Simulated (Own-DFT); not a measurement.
# Strain and stress in wurtzite GaN, 72 atoms (Ga36N36)

All numbers below are calculated, not measured. The program, named Own-DFT, is a retired in-house plane-wave density functional code that no person has reviewed. Each row is one single-point run on a periodic cell that was not relaxed, without spin or spin-orbit coupling.

Settings of every run: PBE; PseudoDojo norm-conserving scalar-relativistic files (stringent for Ga); cutoff 96 hartree; 4 x 4 x 3 k mesh centred on Gamma; Gaussian smearing of 0.01 eV.

Known limits: forces not confirmed at this smearing and k mesh; stress not checked against mesh or cutoff.

Unstrained cell vectors in Å: (9.567, 0.000, 0.000); (-4.784, 8.285, 0.000); (0.000, 0.000, 10.370). The unstrained cell has measured lattice constants (interpolated for alloys), not those of this functional. That, the random moves and any unrelaxed bonds set the pressure at no strain. Each run strains this cell uniformly, with the atoms carried along. Every atom was also moved at random, by a Gaussian of width 0.05 Å on each axis. Strain is the symmetric tensor, in per cent. Stress is positive in tension, and the pressure is minus a third of its trace.

| run | e_xx (%) | e_yy (%) | e_zz (%) | e_yz (%) | e_xz (%) | e_xy (%) | s_xx (GPa) | s_yy (GPa) | s_zz (GPa) | s_yz (GPa) | s_xz (GPa) | s_xy (GPa) | P (GPa) | E (meV/atom) |
|---|---|---|---|---|---|---|---|---|---|---|---|---|---|---|
| 1 | -0.03 | -0.35 | 0.66 | -1.00 | 0.74 | 1.29 | -6.86 | -7.34 | -4.90 | -1.16 | 1.42 | 3.33 | 6.37 | 13.0 |
| 2 | 0.41 | 1.36 | 1.73 | -1.29 | 1.52 | -1.41 | -2.70 | -0.80 | 1.35 | -2.99 | 1.53 | -3.42 | 0.72 | 11.9 |
| 3 | 0.22 | 0.53 | 0.06 | -1.73 | 0.52 | -0.28 | -5.80 | -3.78 | -6.92 | -3.51 | 0.52 | -1.63 | 5.50 | 12.7 |
| 4 | 0.67 | 0.98 | -0.53 | -1.46 | 1.12 | 1.68 | -1.75 | -3.64 | -8.78 | -2.67 | 2.41 | 4.12 | 4.72 | 10.6 |
| 5 | -0.59 | -0.18 | -1.16 | -0.89 | 0.36 | 1.74 | -9.53 | -9.42 | -14.40 | -2.06 | 0.49 | 6.00 | 11.12 | 27.4 |
| 6 | 1.13 | 1.11 | -0.57 | -0.92 | 0.16 | 0.52 | -1.97 | -0.46 | -8.78 | -1.63 | 0.81 | 2.37 | 3.74 | 8.1 |
| 7 | 1.35 | -0.54 | 1.84 | -1.59 | 0.62 | -1.13 | 0.56 | -8.02 | -0.29 | -4.52 | 1.09 | -3.35 | 2.59 | 22.6 |
| 8 | 0.20 | -1.04 | 0.74 | 0.46 | -1.70 | -0.10 | -7.51 | -10.45 | -4.60 | 0.19 | -4.87 | -2.04 | 7.52 | 17.1 |
| 9 | 0.34 | 1.29 | 1.13 | -0.84 | -1.53 | -1.43 | -3.63 | 0.10 | -1.77 | -1.26 | -2.64 | -4.77 | 1.77 | 5.0 |
| 10 | -0.16 | -0.66 | -1.91 | -1.41 | 1.26 | -0.32 | -10.20 | -9.00 | -19.31 | -2.45 | 3.28 | 0.12 | 12.84 | 37.6 |
| 11 | -1.51 | -1.39 | -0.90 | -0.53 | 1.62 | 0.91 | -16.10 | -14.26 | -15.85 | 0.00 | 4.37 | 1.47 | 15.40 | 51.6 |
| 12 | -0.40 | 1.78 | 0.53 | 1.71 | 1.05 | -1.63 | -7.83 | 0.41 | -3.43 | 2.81 | 2.10 | -5.04 | 3.62 | 17.2 |
| 13 | 1.32 | 0.73 | 0.74 | 0.08 | 0.79 | -0.50 | -0.41 | -1.90 | -2.41 | 0.29 | 2.17 | -0.06 | 1.57 | 0.0 |
| 14 | 0.59 | -1.66 | -1.64 | 0.19 | 1.47 | -0.85 | -8.90 | -17.15 | -15.70 | 0.77 | 4.29 | -3.53 | 13.92 | 69.0 |
| 15 | -1.93 | -1.27 | 1.51 | -1.06 | -0.75 | -1.01 | ? | ? | ? | ? | ? | ? | ? | ? |

E is the free energy for each atom above the lowest run shown.

## Worked fit

Each stress component was fitted by least squares to a constant and the strains of the runs shown, as fractions, with shears doubled. Shear strains stay in the fit of a normal stress only where such slopes are resolved. The slopes, in GPa:

| stress | at no strain | per e_xx | per e_yy | per e_zz | scatter |
|---|---|---|---|---|---|
| s_xx | -7.2 | 444 ± 39 | 110 ± 28 | 77 ± 27 | 1.00 |
| s_yy | -6.9 | 49 ± 50 | 452 ± 36 | 51 ± 35 | 1.28 |
| s_zz | -8.2 | 98 ± 36 | 105 ± 26 | 461 ± 25 | 0.93 |

Each shear stress against twice its own strain: yz 97 ± 11, xz 108 ± 12, xy 145 ± 16 GPa. These are stiffnesses along x, y and z of the frame in which the cell vectors are given, which need not be the crystal's axes. The atoms are held to the strained lattice; where symmetry lets them move under strain, relaxing them would lower some slopes. The table should be nearly symmetric about its diagonal, and what it lacks of that shows the noise. A ninth of its sum, 205 ± 5 GPa, estimates the bulk modulus near the mean pressure of these runs, 6.5 GPa, so it lies above the value at zero pressure.

## Withheld run

Question: what normal stresses and pressure should run 15 give?

The fit gives s_xx = -16.0, s_yy = -12.8, s_zz = -4.5 and P = 11.1 GPa. The calculation gave -15.94, -14.76, -3.22 and P = 11.31 GPa.
